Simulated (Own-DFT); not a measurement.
Simulation results for SiC (3C silicon carbide, atoms displaced)

All values are calculated (Own-DFT development build). A calculation, not a measurement: plane-wave PBE density functional theory by an unreviewed code, no spin, of a simulated periodic cell, stress positive in tension, free energy of the whole cell less one offset for each atom, forces on such cells passed a denser k mesh, this cell's mesh not checked; offsets are fitted by least squares, one for each functional and potential file, so energies compare only between cells with the same atoms and settings and are not formation energies; the far tail of each file's local potential was reset to the Coulomb form; each entry is a single point on an unrelaxed cell, so the pressure reflects the starting lattice, mostly measured values (interpolated for alloys), from which strain is counted, and rises with the displacements; printed positions are rounded, which can move forces by about a meV/angstrom; the program, named Own-DFT, is a retired in-house code; no spin-orbit coupling.

Common to all runs: functional PBE; potential files PseudoDojo norm-conserving, scalar-relativistic, standard set; wave cutoff 42 hartree; occupations Fermi-Dirac; smearing width 0.1 eV; hardware one NVIDIA H100; k mesh 4 x 4 x 4 centred on Gamma.

(1) SiC (3C silicon carbide, atoms displaced)

```xyz
64
Lattice="8.7192 0.0000 0.0000 0.0000 8.7192 0.0000 0.0000 0.0000 8.7192" Properties=species:S:1:pos:R:3 SiC
Si     0.1816     0.1348     8.7110
Si     0.1121     2.2114     2.0576
Si     2.2488     8.7015     2.2234
Si     2.2063     2.0932     8.6407
C      1.0620     1.2533     1.0129
C      1.1116     3.2489     3.2716
C      3.2008     1.2384     3.2945
C      3.2293     3.2498     1.0736
Si     8.6519     0.0576     4.4244
Si     0.0746     2.1847     6.5926
Si     2.2407     8.6304     6.6724
Si     2.2584     2.2609     4.3412
C      0.9615     1.1240     5.3729
C      1.0896     3.4442     7.6882
C      3.0885     1.0895     7.6161
C      3.4710     3.4056     5.4968
Si     8.6434     4.4468     0.0929
Si     0.1694     6.3394     2.2324
Si     2.3565     4.2718     2.1533
Si     2.1131     6.4973     0.0525
C      1.0753     5.4176     1.1371
C      1.2615     7.7764     3.1498
C      3.2710     5.1725     3.1595
C      3.2220     7.7633     1.1575
Si     8.7155     4.5281     4.5488
Si     8.6366     6.7253     6.5822
Si     2.1618     4.3979     6.5417
Si     2.3425     6.5489     4.2991
C      1.0938     5.3472     5.4351
C      1.0618     7.4203     7.6682
C      3.2857     5.4130     7.6579
C      3.3545     7.5037     5.6411
Si     4.4321     8.7069     8.6275
Si     4.3519     2.1867     2.3401
Si     6.5265     0.0173     2.2393
Si     6.5147     2.0387     8.6531
C      5.3837     1.0626     1.1944
C      5.6287     3.3843     3.3030
C      7.8224     1.0544     3.4150
C      7.4869     3.1932     1.1344
Si     4.1172     0.0406     4.3319
Si     4.2707     2.2172     6.4989
Si     6.6180     8.6086     6.6895
Si     6.6016     2.1156     4.4274
C      5.4224     0.9950     5.3627
C      5.5808     3.0972     7.6813
C      7.6634     1.3452     7.4949
C      7.6133     3.3108     5.4819
Si     4.3755     4.5446     8.6654
Si     4.4993     6.5448     2.0774
Si     6.2874     4.3883     2.2417
Si     6.5529     6.4853     0.0331
C      5.4923     5.4430     1.0198
C      5.3742     7.5481     3.4761
C      7.7583     5.5086     3.1215
C      7.6229     7.6285     0.9778
Si     4.2133     4.3802     4.5082
Si     4.3179     6.5104     6.4576
Si     6.4993     4.2034     6.5588
Si     6.6717     6.5855     4.4296
C      5.3079     5.4853     5.3691
C      5.4609     7.6687     7.7364
C      7.5493     5.4119     7.5170
C      7.7043     7.5432     5.4048
```

* free energy of cell above offsets: 12.736 eV
* pressure: 11.89 GPa
* stress xx: -11.2 GPa
* stress yy: -11.02 GPa
* stress zz: -13.44 GPa
* stress yz: 1.42 GPa
* stress xz: 0.83 GPa
* stress xy: -0.75 GPa
* wall time: 384.3 s

Force:
| element | x (eV/Å) | y (eV/Å) | z (eV/Å) |
| --- | --- | --- | --- |
| Si | -4.103 | -2.921 | -0.661 |
| Si | -3.414 | 2.023 | 4.337 |
| Si | 0.214 | 5.486 | -2.336 |
| Si | -1.658 | 5.879 | 2.742 |
| C | 3.125 | -3.389 | 0.245 |
| C | 0.431 | 1.39 | 0.088 |
| C | 0.656 | -3.245 | -0.285 |
| C | 3.119 | -1.446 | -1.797 |
| Si | 4.003 | -3.526 | -0.197 |
| Si | 1.417 | 4.342 | -2.854 |
| Si | -3.165 | -1.41 | -3.093 |
| Si | -3.647 | 1.045 | 1.689 |
| C | 4.414 | 0.183 | 3.038 |
| C | 0.449 | -2.952 | -0.628 |
| C | 5.442 | -0.958 | -1.386 |
| C | -7.758 | -5.435 | 3.928 |
| Si | -0.812 | -2.003 | -1.204 |
| Si | -0.023 | 7.038 | -1.338 |
| Si | -7.153 | -1.92 | -1.606 |
| Si | 1.66 | -0.46 | 1.101 |
| C | 2.956 | -1.701 | -1.571 |
| C | -4.219 | -5.154 | 5.297 |
| C | 3.594 | 7.017 | 3.806 |
| C | 2.784 | -3.444 | -3.358 |
| Si | -3.282 | -5.405 | -6.072 |
| Si | 1.004 | -6.546 | 0.049 |
| Si | 0.344 | -0.286 | 0.905 |
| Si | -2.079 | -1.259 | -0.137 |
| C | 3.78 | 6.059 | 2.548 |
| C | 1.438 | 5.134 | 0.589 |
| C | -1.384 | 2.789 | -1.578 |
| C | -5.515 | 5.838 | -5.567 |
| Si | -3.124 | 2.176 | 3.954 |
| Si | 2.087 | 2.382 | -3.207 |
| Si | 1.105 | -1.189 | 0.344 |
| Si | 0.883 | 1.248 | 4.625 |
| C | 0.492 | -0.062 | -1.384 |
| C | -6.028 | -5.834 | 5.417 |
| C | -5.069 | 2.82 | -5.444 |
| C | 1.134 | 1.256 | -0.519 |
| Si | 4.077 | -1.602 | 1.849 |
| Si | 3.283 | -2.255 | 1.678 |
| Si | -0.697 | 2.712 | -2.807 |
| Si | 0.393 | 1.402 | -1.121 |
| C | -0.8 | 0.544 | 1.822 |
| C | -5.172 | 3.074 | -1.992 |
| C | -1.293 | -7.202 | 2.66 |
| C | 1.057 | -0.728 | -0.575 |
| Si | 0.688 | -6.093 | 1.28 |
| Si | -2.39 | 0.624 | 2.592 |
| Si | 7.69 | 1.924 | -4.065 |
| Si | 1.515 | 1.226 | -1.705 |
| C | -1.007 | 0.861 | 0.833 |
| C | 0.277 | 1.287 | -3.171 |
| C | -4.821 | -2.072 | 5.317 |
| C | 1.475 | 1.066 | 1.955 |
| Si | 6.517 | 3.624 | -7.573 |
| Si | 4.587 | -2.987 | 5.297 |
| Si | -0.388 | 1.988 | -0.517 |
| Si | -3.637 | -3.094 | -3.052 |
| C | 3.725 | -0.286 | 1.815 |
| C | 0.896 | -2.869 | -2.476 |
| C | 0.365 | 1.489 | 1.718 |
| C | -0.438 | 3.806 | 1.759 |

(2) SiC (3C silicon carbide, atoms displaced)

```xyz
64
Lattice="8.7192 0.0000 0.0000 0.0000 8.7192 0.0000 0.0000 0.0000 8.7192" Properties=species:S:1:pos:R:3 SiC
Si     0.1197     8.6793     0.0600
Si     8.6931     2.2573     2.2852
Si     2.1292     0.1277     2.3424
Si     2.1292     2.2699     0.1695
C      0.9877     1.2081     1.0299
C      1.1582     3.2564     3.3611
C      3.2763     1.1352     3.3391
C      3.3817     3.2202     1.0214
Si     0.0167     8.6814     4.4223
Si     8.6813     2.1277     6.5575
Si     2.2795     8.6502     6.6216
Si     2.0675     2.0999     4.2796
C      1.0955     1.1857     5.4333
C      1.0720     3.3735     7.5152
C      3.3280     1.0682     7.3737
C      3.2617     3.3828     5.3939
Si     8.6252     4.2743     8.6048
Si     8.6400     6.6478     2.0985
Si     2.3090     4.3970     2.2636
Si     1.9624     6.6222     0.0220
C      1.1949     5.4184     0.9941
C      1.2073     7.6289     3.2435
C      3.3753     5.5712     3.3218
C      3.1380     7.6364     1.2371
Si     0.1507     4.3229     4.3889
Si     0.0722     6.6222     6.6209
Si     2.1916     4.4327     6.6689
Si     2.1194     6.6311     4.4447
C      0.9924     5.3872     5.4830
C      1.2200     7.5858     7.4958
C      3.4482     5.4926     7.6940
C      3.2481     7.6184     5.5491
Si     4.3516     0.0663     0.2748
Si     4.3383     2.1163     2.2503
Si     6.3872     0.1450     2.3307
Si     6.3310     2.2478     8.6514
C      5.2579     1.0394     1.0978
C      5.4231     3.2532     3.1236
C      7.5629     1.2259     3.3531
C      7.6874     3.4310     1.1619
Si     4.3335     8.6799     4.3127
Si     4.4269     2.2577     6.6246
Si     6.5000     8.7130     6.8245
Si     6.5270     2.0175     4.4153
C      5.3148     1.1351     5.5441
C      5.4713     3.4344     7.6790
C      7.7881     0.9661     7.6474
C      7.5746     3.3972     5.2655
Si     4.3233     4.3541     0.1075
Si     4.3112     6.4865     2.3772
Si     6.5856     4.4421     2.1042
Si     6.5878     6.5636     0.1526
C      5.3651     5.4166     1.1099
C      5.4946     7.5502     3.2164
C      7.4114     5.2777     3.2885
C      7.7482     7.6615     1.0846
Si     4.4032     4.4334     4.3049
Si     4.4058     6.3589     6.5925
Si     6.6958     4.3823     6.4830
Si     6.5490     6.5372     4.1375
C      5.5336     5.5744     5.3980
C      5.4806     7.4430     7.7400
C      7.6522     5.5658     7.4325
C      7.7273     7.5195     5.4859
```

* free energy of cell above offsets: 10.108 eV
* pressure: 10.87 GPa
* stress xx: -10.57 GPa
* stress yy: -11.69 GPa
* stress zz: -10.35 GPa
* stress yz: 0.74 GPa
* stress xz: 0.87 GPa
* stress xy: -3.62 GPa
* wall time: 388.5 s

Force:
| element | x (eV/Å) | y (eV/Å) | z (eV/Å) |
| --- | --- | --- | --- |
| Si | -0.626 | 0.75 | -1.696 |
| Si | -0.654 | 0.612 | -1.832 |
| Si | 0.816 | -1.249 | -3.517 |
| Si | 0.345 | -0.162 | -5.17 |
| C | 1.004 | -0.951 | 3.836 |
| C | -0.495 | 1.264 | -3.633 |
| C | -0.314 | -1.022 | -0.584 |
| C | -2.376 | -0.46 | 3.656 |
| Si | -0.139 | 0.313 | 0.285 |
| Si | 1.091 | 1.933 | -1.552 |
| Si | -0.645 | 2.465 | -3.173 |
| Si | 3.968 | 2.125 | 4.154 |
| C | -0.847 | -3.123 | 0.932 |
| C | -0.95 | -3.227 | 2.899 |
| C | 0.293 | 1.438 | 6.993 |
| C | 0.178 | -0.953 | 1.095 |
| Si | 1.872 | 2.974 | 0.151 |
| Si | 3.636 | -4.365 | 3.363 |
| Si | -0.865 | 0.313 | -1.434 |
| Si | 6.705 | -0.849 | 0.806 |
| C | -3.36 | -1.497 | 2.433 |
| C | -4.038 | 0.337 | 1.043 |
| C | -5.41 | -3.852 | 3.237 |
| C | 0.723 | 1.146 | -0.53 |
| Si | -3.624 | 0.767 | -0.86 |
| Si | -1.187 | -2.18 | -3.885 |
| Si | 2.056 | 0.209 | -3.274 |
| Si | 1.04 | -2.33 | 0.409 |
| C | 3.008 | 3.024 | 0.848 |
| C | -2.195 | 1.931 | 3.494 |
| C | -5.333 | -1.986 | 1.759 |
| C | 1.498 | -1.338 | -2.031 |
| Si | -6.447 | -8.051 | -8.515 |
| Si | -0.072 | 2.464 | -0.694 |
| Si | 2.485 | -0.792 | -2.4 |
| Si | 4.002 | -1.418 | 2.744 |
| C | 7.32 | 5.837 | 4.611 |
| C | 0.727 | -0.06 | 1.959 |
| C | 2.632 | -4.285 | -2.685 |
| C | -0.843 | -3.382 | -1.613 |
| Si | 0.073 | -0.115 | 3.26 |
| Si | -2.427 | 1.871 | -2.519 |
| Si | -0.421 | -1.922 | -3.877 |
| Si | -3.076 | 5.552 | 1.939 |
| C | 3.293 | -2.146 | -1.094 |
| C | 0.06 | -0.916 | -1.727 |
| C | -2.52 | 1.935 | 1.084 |
| C | 0.482 | -3.996 | 2.503 |
| Si | 1.398 | 1.996 | -2.316 |
| Si | 2.197 | 3.39 | -7.441 |
| Si | -4.103 | -3.147 | -0.763 |
| Si | -1.022 | -1.559 | -2.493 |
| C | 1.694 | 1.813 | 1.7 |
| C | -1.717 | 3.77 | 0.103 |
| C | 6.543 | 3.387 | 0.746 |
| C | -3.268 | 2.316 | -0.395 |
| Si | 0.799 | -1.697 | 1.76 |
| Si | 1.756 | 4.018 | -1.793 |
| Si | -2.859 | 1.729 | -1.078 |
| Si | 1.741 | -0.673 | 6.535 |
| C | -0.579 | -2.142 | -0.356 |
| C | -0.69 | 3.263 | 0.669 |
| C | -0.27 | -1.792 | 5.686 |
| C | -2.061 | 2.695 | -1.765 |
